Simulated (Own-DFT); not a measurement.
Simulation results for Si3N4 (beta silicon nitride, strained, atoms displaced)

All values are calculated (Own-DFT development build). A calculation, not a measurement: plane-wave PBE density functional theory by an unreviewed code, no spin, of a simulated periodic cell, stress positive in tension, free energy of the whole cell less one offset for each atom, forces on such cells moved up to 12 meV/angstrom on a denser k mesh; offsets are fitted by least squares, one for each functional and potential file, so energies compare only between cells with the same atoms and settings and are not formation energies; the far tail of each file's local potential was reset to the Coulomb form; each entry is a single point on an unrelaxed cell, so the pressure reflects the starting lattice, mostly measured values (interpolated for alloys), from which strain is counted, and rises with the displacements; printed positions are rounded, which can move forces by about a meV/angstrom; the program, named Own-DFT, is a retired in-house code; no spin-orbit coupling; before rounding, a Quantum ESPRESSO 7.3.1 run of the same cell and cutoff gave forces within 1 meV/angstrom rms on each cell, which checks the program and not the settings.

Settings shared by all entries: functional PBE; potential files PseudoDojo norm-conserving, scalar-relativistic, standard set; wave cutoff 42 hartree; occupations Fermi-Dirac; smearing width 0.1 eV; k mesh 2 x 2 x 4 centred on Gamma.

(1) Si3N4 (beta silicon nitride, strained, atoms displaced)

```cif
# cell vector a (Å): 15.1156 -0.2218 0.1099
# cell vector b (Å): -7.7499 13.4732 -0.1603
# cell vector c (Å): 0.0420 -0.0465 5.9160
data_Si3N4
_symmetry_space_group_name_H-M 'P 1'
_symmetry_Int_Tables_number 1
_cell_length_a 15.1176
_cell_length_b 15.5439
_cell_length_c 5.9163
_cell_angle_alpha 91.184
_cell_angle_beta 89.170
_cell_angle_gamma 120.751
_cell_volume 1194.52
loop_
_atom_site_label
_atom_site_type_symbol
_atom_site_fract_x
_atom_site_fract_y
_atom_site_fract_z
_atom_site_occupancy
Si1 Si 0.08631 0.38428 0.12235 1
Si2 Si 0.12116 0.20673 0.12467 1
Si3 Si 0.29802 0.41502 0.13238 1
Si4 Si 0.41175 0.11493 0.37724 1
Si5 Si 0.38689 0.29637 0.36423 1
Si6 Si 0.19815 0.08369 0.35981 1
N1 N 0.16943 0.01822 0.11597 1
N2 N 0.48018 0.14847 0.13234 1
N3 N 0.34884 0.33550 0.12768 1
N4 N 0.33751 0.48725 0.37872 1
N5 N 0.00919 0.34617 0.36291 1
N6 N 0.15183 0.16184 0.38060 1
N7 N 0.15960 0.32891 0.12295 1
N8 N 0.32767 0.15914 0.39838 1
Si7 Si 0.08606 0.38220 0.63306 1
Si8 Si 0.11068 0.20525 0.63234 1
Si9 Si 0.29895 0.41625 0.62990 1
Si10 Si 0.41805 0.12331 0.87336 1
Si11 Si 0.37928 0.28846 0.89068 1
Si12 Si 0.19863 0.08775 0.85964 1
N9 N 0.17062 0.01279 0.61580 1
N10 N 0.48268 0.15023 0.63131 1
N11 N 0.35596 0.34032 0.62362 1
N12 N 0.32835 0.48751 0.88520 1
N13 N 0.01442 0.35111 0.85987 1
N14 N 0.14823 0.16044 0.86696 1
N15 N 0.16532 0.33168 0.63788 1
N16 N 0.32273 0.15783 0.89111 1
Si13 Si 0.08862 0.87868 0.13279 1
Si14 Si 0.10992 0.70229 0.14175 1
Si15 Si 0.29518 0.91576 0.11979 1
Si16 Si 0.41364 0.61226 0.37185 1
Si17 Si 0.37917 0.80155 0.38775 1
Si18 Si 0.19865 0.57723 0.36881 1
N17 N 0.16918 0.51747 0.12553 1
N18 N 0.47783 0.65081 0.12414 1
N19 N 0.35912 0.83986 0.12663 1
N20 N 0.33604 0.98468 0.36652 1
N21 N 0.02468 0.85180 0.36845 1
N22 N 0.15748 0.67086 0.36608 1
N23 N 0.15918 0.83250 0.10525 1
N24 N 0.33515 0.66660 0.36983 1
Si19 Si 0.08722 0.88258 0.61283 1
Si20 Si 0.11913 0.70453 0.61268 1
Si21 Si 0.29762 0.90871 0.63211 1
Si22 Si 0.41224 0.61154 0.87159 1
Si23 Si 0.39050 0.80514 0.88042 1
Si24 Si 0.20674 0.59148 0.87370 1
N25 N 0.16857 0.51431 0.63548 1
N26 N 0.47840 0.64684 0.62492 1
N27 N 0.35504 0.84080 0.64071 1
N28 N 0.33266 0.98414 0.87693 1
N29 N 0.01187 0.85392 0.88531 1
N30 N 0.15558 0.66673 0.87422 1
N31 N 0.16404 0.83439 0.61765 1
N32 N 0.33775 0.67292 0.88588 1
Si25 Si 0.58839 0.38329 0.11665 1
Si26 Si 0.61694 0.20165 0.11841 1
Si27 Si 0.80380 0.42210 0.12215 1
Si28 Si 0.91743 0.12492 0.36411 1
Si29 Si 0.88804 0.30142 0.38273 1
Si30 Si 0.70337 0.08474 0.37021 1
N33 N 0.66867 0.01810 0.12522 1
N34 N 0.98349 0.15074 0.13252 1
N35 N 0.84934 0.33819 0.13311 1
N36 N 0.82811 0.47597 0.38886 1
N37 N 0.51218 0.34827 0.37303 1
N38 N 0.65076 0.16247 0.38932 1
N39 N 0.66603 0.32947 0.11449 1
N40 N 0.83745 0.17084 0.37770 1
Si31 Si 0.58757 0.38287 0.62192 1
Si32 Si 0.61222 0.20362 0.62496 1
Si33 Si 0.79412 0.41272 0.62958 1
Si34 Si 0.91995 0.11400 0.87418 1
Si35 Si 0.88653 0.29725 0.89262 1
Si36 Si 0.69680 0.07949 0.87050 1
N41 N 0.67256 0.02364 0.61935 1
N42 N 0.98159 0.15089 0.62603 1
N43 N 0.84078 0.33593 0.61221 1
N44 N 0.83462 0.48581 0.86091 1
N45 N 0.51812 0.34834 0.86880 1
N46 N 0.65140 0.16801 0.87504 1
N47 N 0.66869 0.33398 0.63495 1
N48 N 0.83049 0.16507 0.87240 1
Si37 Si 0.58788 0.88571 0.12763 1
Si38 Si 0.61536 0.70127 0.12366 1
Si39 Si 0.80235 0.91946 0.12803 1
Si40 Si 0.91568 0.62076 0.37489 1
Si41 Si 0.88230 0.79787 0.38329 1
Si42 Si 0.70174 0.58654 0.38656 1
N49 N 0.66272 0.51620 0.13158 1
N50 N 0.98934 0.65102 0.12435 1
N51 N 0.85096 0.83126 0.13185 1
N52 N 0.84074 0.98509 0.37081 1
N53 N 0.51332 0.84952 0.37582 1
N54 N 0.65237 0.66339 0.39678 1
N55 N 0.66298 0.83105 0.12498 1
N56 N 0.83710 0.67551 0.37747 1
Si43 Si 0.58979 0.89096 0.63754 1
Si44 Si 0.61305 0.69374 0.61515 1
Si45 Si 0.80330 0.91403 0.61946 1
Si46 Si 0.91334 0.61057 0.88670 1
Si47 Si 0.88871 0.80076 0.87196 1
Si48 Si 0.70122 0.59081 0.87930 1
N57 N 0.66191 0.51198 0.61687 1
N58 N 0.98213 0.64936 0.63486 1
N59 N 0.84443 0.82963 0.62498 1
N60 N 0.83604 0.98121 0.88969 1
N61 N 0.51150 0.84748 0.87249 1
N62 N 0.64742 0.66225 0.87137 1
N63 N 0.66921 0.83617 0.62461 1
N64 N 0.83313 0.66622 0.87026 1
```

Results for Si3N4 (beta silicon nitride, strained, atoms displaced): free energy of cell above offsets -6.909 eV; pressure 1.92 GPa; stress xx -8.06 GPa; stress yy 1.92 GPa; stress zz 0.39 GPa; stress yz -2.39 GPa; stress xz 3.66 GPa; stress xy -4.34 GPa.

Force:
```tsv
element	x (eV/Å)	y (eV/Å)	z (eV/Å)
Si	-0.579	0.583	-0.656
Si	0.476	-2.791	1.004
Si	-0.519	-0.548	-0.699
Si	-1.264	-1.03	0.554
Si	-2.803	-2.153	2.926
Si	1.237	-0.786	1.968
N	-0.901	-2.381	-0.975
N	1.604	1.165	-1.193
N	-0.035	-0.177	-0.028
N	-0.351	-2.41	0.165
N	5.311	2.703	1.448
N	-3.323	2.303	-0.676
N	1.769	2.191	0.333
N	0.815	3.282	-1.092
Si	0.723	1.349	-3.201
Si	3.698	-1.275	-1.278
Si	1.25	-1.162	0.203
Si	-2.462	-3.288	2.218
Si	-0.057	1.355	-3.289
Si	0.428	-4.411	0.581
N	-1.497	-0.018	-0.229
N	0.042	0.277	-1.625
N	-0.31	-0.489	0.895
N	0.693	-2.166	-0.283
N	0.214	0.027	3.469
N	-3.305	2.432	0.574
N	-0.248	0.928	-0.653
N	3.71	4.211	-0.196
Si	-4.156	5.106	-3.603
Si	6.409	2.661	-3.469
Si	1.409	-0.81	0.073
Si	-2.812	2.595	0.591
Si	2.871	-2.396	-2.142
Si	1.363	4.337	2.838
N	-0.808	-3.118	-2.109
N	3.708	0.241	-0.315
N	-3.179	1.277	1.179
N	0.233	-0.955	2.072
N	-4.378	-2.088	1.885
N	-0.207	-0.923	0.908
N	6.197	-2.522	0.582
N	-1.538	-0.262	0.825
Si	-0.418	1.821	3.143
Si	-0.364	-0.196	2.946
Si	-1.863	3.047	-0.878
Si	-2.614	2.687	0.958
Si	-2.753	-3.896	0.634
Si	0.798	0.771	0.651
N	-0.686	-1.074	-2.009
N	2.629	0.29	-0.454
N	-0.199	-0.518	-0.74
N	0.566	1.123	-0.823
N	4.026	1.369	-1.747
N	-2.736	1.014	-0.074
N	2.477	-1.911	-0.005
N	0.437	-0.834	-0.842
Si	0.545	-0.059	1.066
Si	-0.133	0.179	2.395
Si	-0.822	-3.523	0.481
Si	-1.724	-2.767	3.088
Si	-5.565	-1.959	-0.259
Si	-0.237	3.185	0.709
N	-0.356	-2.203	-0.998
N	2.95	1.26	-3.194
N	1.341	0.042	-0.623
N	0.087	5.351	-3.065
N	3.13	1.068	-0.872
N	-1.282	0.239	-2.317
N	-0.079	1.897	0.46
N	-1.07	-0.228	-0.336
Si	-0.011	-0.135	-0.702
Si	2.872	0.516	0.6
Si	1.084	-0.873	-0.903
Si	-4.359	-0.55	1.453
Si	-3.523	-1.802	-2.251
Si	0.258	4.706	1.256
N	-0.45	-3.952	0.044
N	0.701	0.198	-0.958
N	3.915	-1.435	2.39
N	0.353	0.254	3.651
N	-1.92	-1.05	1.098
N	0.346	-1.6	-0.908
N	-2.989	-1.445	-0.551
N	1.761	0.317	0.578
Si	-0.689	-1.171	0.558
Si	-0.922	0.985	0.683
Si	0.281	-4.595	0.75
Si	-1.515	-1.604	2.075
Si	1.414	1.359	-2.166
Si	1.398	-0.166	-1.317
N	0.1	0.077	-0.787
N	-4.913	-2.957	1.005
N	-1.722	1.215	-0.345
N	-0.006	2.266	1.782
N	0.587	1.203	1.204
N	0.202	-0.443	-5.765
N	1.508	0.529	0.023
N	1.021	-3.809	-0.08
Si	1.074	-1.826	-2.921
Si	-3.554	4.172	4.651
Si	-1.968	-0.291	0.842
Si	-2.137	2.314	-2.391
Si	-2.754	-2.628	1.21
Si	1.78	-2.154	-0.307
N	-0.004	0.866	1.946
N	1.521	0.477	-1.517
N	0.915	0.737	0.99
N	0.789	2.423	-3.513
N	4.842	3.161	0.677
N	-1.219	0.478	0.429
N	-0.353	-0.954	0.072
N	0.766	0.145	0.54
```

(2) Si3N4 (beta silicon nitride, strained, atoms displaced)

```cif
# cell vector a (Å): 15.3865 -0.2420 -0.0786
# cell vector b (Å): -7.9028 13.0458 0.1402
# cell vector c (Å): -0.0300 0.0446 5.8786
data_Si3N4
_symmetry_space_group_name_H-M 'P 1'
_symmetry_Int_Tables_number 1
_cell_length_a 15.3886
_cell_length_b 15.2534
_cell_length_c 5.8788
_cell_angle_alpha 88.950
_cell_angle_beta 90.592
_cell_angle_gamma 122.109
_cell_volume 1168.67
loop_
_atom_site_label
_atom_site_type_symbol
_atom_site_fract_x
_atom_site_fract_y
_atom_site_fract_z
_atom_site_occupancy
Si1 Si 0.08906 0.38888 0.13091 1
Si2 Si 0.11195 0.20122 0.13352 1
Si3 Si 0.29474 0.41561 0.10967 1
Si4 Si 0.40592 0.11029 0.37360 1
Si5 Si 0.38027 0.29231 0.36526 1
Si6 Si 0.20338 0.08627 0.37026 1
N1 N 0.16353 0.01671 0.12598 1
N2 N 0.47860 0.15179 0.12924 1
N3 N 0.35059 0.32753 0.13247 1
N4 N 0.33337 0.48237 0.36920 1
N5 N 0.01280 0.34890 0.38368 1
N6 N 0.15799 0.16973 0.36771 1
N7 N 0.16921 0.33825 0.13159 1
N8 N 0.33542 0.17498 0.36280 1
Si7 Si 0.08926 0.38804 0.61877 1
Si8 Si 0.11806 0.20141 0.62922 1
Si9 Si 0.29673 0.41122 0.63237 1
Si10 Si 0.42008 0.11854 0.88490 1
Si11 Si 0.37747 0.29035 0.88874 1
Si12 Si 0.19745 0.08145 0.87609 1
N9 N 0.16255 0.01707 0.63146 1
N10 N 0.48531 0.15156 0.63190 1
N11 N 0.34342 0.32427 0.62495 1
N12 N 0.33325 0.47375 0.87912 1
N13 N 0.02423 0.35103 0.86080 1
N14 N 0.14893 0.16060 0.87771 1
N15 N 0.15962 0.33094 0.62805 1
N16 N 0.32989 0.16620 0.87079 1
Si13 Si 0.08666 0.87798 0.10705 1
Si14 Si 0.11654 0.69917 0.14361 1
Si15 Si 0.29624 0.90575 0.11909 1
Si16 Si 0.41974 0.62528 0.36080 1
Si17 Si 0.38589 0.79599 0.36339 1
Si18 Si 0.20302 0.58790 0.38920 1
N17 N 0.15796 0.51005 0.13774 1
N18 N 0.47688 0.65168 0.13439 1
N19 N 0.34095 0.82957 0.13120 1
N20 N 0.33535 0.98533 0.36951 1
N21 N 0.01325 0.84466 0.37642 1
N22 N 0.14901 0.66253 0.38760 1
N23 N 0.17169 0.83470 0.12513 1
N24 N 0.33735 0.66675 0.37300 1
Si19 Si 0.07940 0.87835 0.63695 1
Si20 Si 0.11393 0.70337 0.60901 1
Si21 Si 0.30266 0.91744 0.62831 1
Si22 Si 0.42305 0.62082 0.87741 1
Si23 Si 0.38593 0.80174 0.87161 1
Si24 Si 0.19970 0.58731 0.87314 1
N25 N 0.17272 0.51977 0.62649 1
N26 N 0.48226 0.64999 0.62329 1
N27 N 0.35159 0.83591 0.61958 1
N28 N 0.33206 0.98424 0.87286 1
N29 N 0.01947 0.84941 0.87573 1
N30 N 0.15301 0.66714 0.87480 1
N31 N 0.16089 0.82630 0.62067 1
N32 N 0.33101 0.66711 0.87934 1
Si25 Si 0.58574 0.38684 0.13372 1
Si26 Si 0.61472 0.20166 0.13109 1
Si27 Si 0.80635 0.42007 0.13547 1
Si28 Si 0.91557 0.11591 0.36298 1
Si29 Si 0.88052 0.29140 0.37632 1
Si30 Si 0.69679 0.07784 0.38335 1
N33 N 0.66038 0.01163 0.13050 1
N34 N 0.97524 0.14672 0.11261 1
N35 N 0.84930 0.33055 0.12886 1
N36 N 0.82672 0.47950 0.37321 1
N37 N 0.51217 0.34795 0.37270 1
N38 N 0.64657 0.16647 0.35853 1
N39 N 0.66910 0.33169 0.12828 1
N40 N 0.83524 0.16682 0.38059 1
Si31 Si 0.59132 0.38758 0.61726 1
Si32 Si 0.61565 0.20239 0.62566 1
Si33 Si 0.80000 0.41705 0.62568 1
Si34 Si 0.91565 0.11624 0.87857 1
Si35 Si 0.87882 0.29600 0.88732 1
Si36 Si 0.69798 0.08658 0.87814 1
N41 N 0.66827 0.01918 0.62157 1
N42 N 0.98842 0.15714 0.62393 1
N43 N 0.85527 0.33864 0.60998 1
N44 N 0.83277 0.48730 0.86385 1
N45 N 0.52081 0.35021 0.87387 1
N46 N 0.65117 0.17087 0.86788 1
N47 N 0.66563 0.33308 0.62889 1
N48 N 0.83533 0.16727 0.86851 1
Si37 Si 0.59157 0.88465 0.12123 1
Si38 Si 0.61639 0.70280 0.13956 1
Si39 Si 0.79783 0.90807 0.10982 1
Si40 Si 0.91155 0.62021 0.38288 1
Si41 Si 0.88800 0.80435 0.37348 1
Si42 Si 0.70735 0.59118 0.38804 1
N49 N 0.66232 0.51835 0.11519 1
N50 N 0.98290 0.64979 0.12683 1
N51 N 0.85263 0.83788 0.13533 1
N52 N 0.83507 0.98539 0.38216 1
N53 N 0.51195 0.84166 0.37800 1
N54 N 0.64567 0.66571 0.37880 1
N55 N 0.67274 0.83763 0.14890 1
N56 N 0.83523 0.66422 0.38710 1
Si43 Si 0.57726 0.88051 0.62420 1
Si44 Si 0.61381 0.70093 0.63709 1
Si45 Si 0.79802 0.90780 0.62109 1
Si46 Si 0.91061 0.61600 0.87298 1
Si47 Si 0.88315 0.80482 0.86852 1
Si48 Si 0.70583 0.58366 0.88020 1
N57 N 0.66983 0.52015 0.62252 1
N58 N 0.98077 0.65105 0.61307 1
N59 N 0.85095 0.83405 0.63492 1
N60 N 0.83655 0.98598 0.88361 1
N61 N 0.51453 0.85057 0.88694 1
N62 N 0.65022 0.66780 0.88924 1
N63 N 0.66616 0.83850 0.60918 1
N64 N 0.82868 0.66233 0.86464 1
```

The calculation gives: free energy of cell above offsets -3.712 eV; pressure 8.39 GPa; stress xx -2.09 GPa; stress yy -13.91 GPa; stress zz -9.17 GPa; stress yz 3.72 GPa; stress xz -2.47 GPa; stress xy -4.32 GPa.

Force:
```tsv
element	x (eV/Å)	y (eV/Å)	z (eV/Å)
Si	-0.487	-6.065	-1.026
Si	0.88	1.129	-1.91
Si	2.568	-3.553	7.29
Si	-0.155	5.032	1.151
Si	-0.363	5.799	4.116
Si	-0.28	1.279	0.885
N	0.037	-3.243	0.445
N	2.945	0.531	1.421
N	-3.857	3.101	-2.75
N	0.575	2.047	0.384
N	0.553	0.43	-1.967
N	-1.772	-0.778	1.321
N	-2.002	-3.048	-0.08
N	2.396	-9.609	0.59
Si	0.511	-1.68	0.128
Si	-0.086	0.705	-0.672
Si	0.269	-2.405	-3.389
Si	-4.287	0.325	-2.557
Si	1.589	2.696	-2.429
Si	0.864	3.108	0.105
N	0.002	-2.719	-1.942
N	-0.516	-1.074	-1.406
N	-0.864	1.67	0.353
N	0.932	7.053	-4.115
N	-3.608	-0.622	3.814
N	-1.767	0.553	0.912
N	2.853	1.162	-0.153
N	2.325	-3.582	0.13
Si	1.964	2.067	5.341
Si	-0.596	0.366	-3.8
Si	-0.615	4.217	0.56
Si	-4.406	-5.396	6.913
Si	-1.848	-0.396	1.781
Si	1.439	-0.082	-2.94
N	0.373	7.25	-0.353
N	6.729	3.11	-5.665
N	3.203	-0.683	-1.452
N	-0.17	-3.347	0.028
N	0.719	0.919	-0.643
N	0.617	-0.479	-1.185
N	-3.255	-2.547	0.097
N	-2.112	0.249	0.004
Si	4.147	1.929	-4.798
Si	0.092	-2.216	4.029
Si	-1.318	-2.006	-1.226
Si	-5.12	-2.559	-0.953
Si	-1.459	-2.457	0.736
Si	0.625	-0.336	1.789
N	-0.429	-0.993	1.197
N	1.561	0.749	0.131
N	0.341	0.668	-0.347
N	0.791	-0.214	0.868
N	-4.879	-2.129	0.449
N	-1.851	0.007	0.333
N	-0.152	4.731	0.276
N	2.283	0.38	-0.102
Si	1.757	-2.263	-1.99
Si	-2.279	1.743	-3.295
Si	-1.53	-4.449	-3.384
Si	-1.87	0.928	3.529
Si	0.905	1.951	0.589
Si	0.362	5.719	-3.774
N	-0.139	1.777	-0.661
N	4.823	2.305	3.598
N	-1.462	2.052	0.011
N	0.55	4.741	1.26
N	1.228	1.201	1.056
N	3.151	-2.978	4.752
N	-0.911	2.265	0.095
N	-0.759	-3.408	-0.603
Si	-1.15	-2.519	1.306
Si	-0.89	0.976	-2.254
Si	0.238	-3.781	-0.449
Si	-2.805	1.078	-5.377
Si	3.24	0.828	-3.614
Si	1.319	1.886	-0.372
N	-1.394	-4.087	4.127
N	-0.44	-1.963	-0.624
N	-1.784	0.684	2.969
N	0.784	-0.623	2.338
N	-1.713	-0.27	0.012
N	1.526	-2.185	2.107
N	0.775	1.108	-0.32
N	-1.316	-1.446	0.673
Si	0.116	-2.024	1.925
Si	-1.197	0.477	-1.788
Si	-0.352	3.322	3.619
Si	0.91	-2.452	-2.919
Si	1.204	-2.728	1.494
Si	-1.985	-0.385	-3.347
N	0.354	-0.144	4.509
N	0.255	0.176	0.14
N	0.644	-0.518	-2.619
N	0.933	-1.661	-1.698
N	1.002	1.239	-1.717
N	2.229	-1.184	2.262
N	-2.445	-2.513	-1.436
N	-2.725	3.483	-0.802
Si	3.223	1.299	0.697
Si	-0.256	1.314	-0.836
Si	-2.42	3.2	0.532
Si	0.477	1.564	-0.26
Si	3.566	-3.827	4.517
Si	-3.285	0.513	-1.772
N	-0.482	-1.067	1.335
N	1.773	0.488	2.935
N	-1.166	1.002	-3.897
N	0.284	-2.192	-2.755
N	0.549	0.176	-1.281
N	0.342	-0.417	-0.566
N	-0.171	-2.108	1.572
N	2.481	4.653	0.734
```
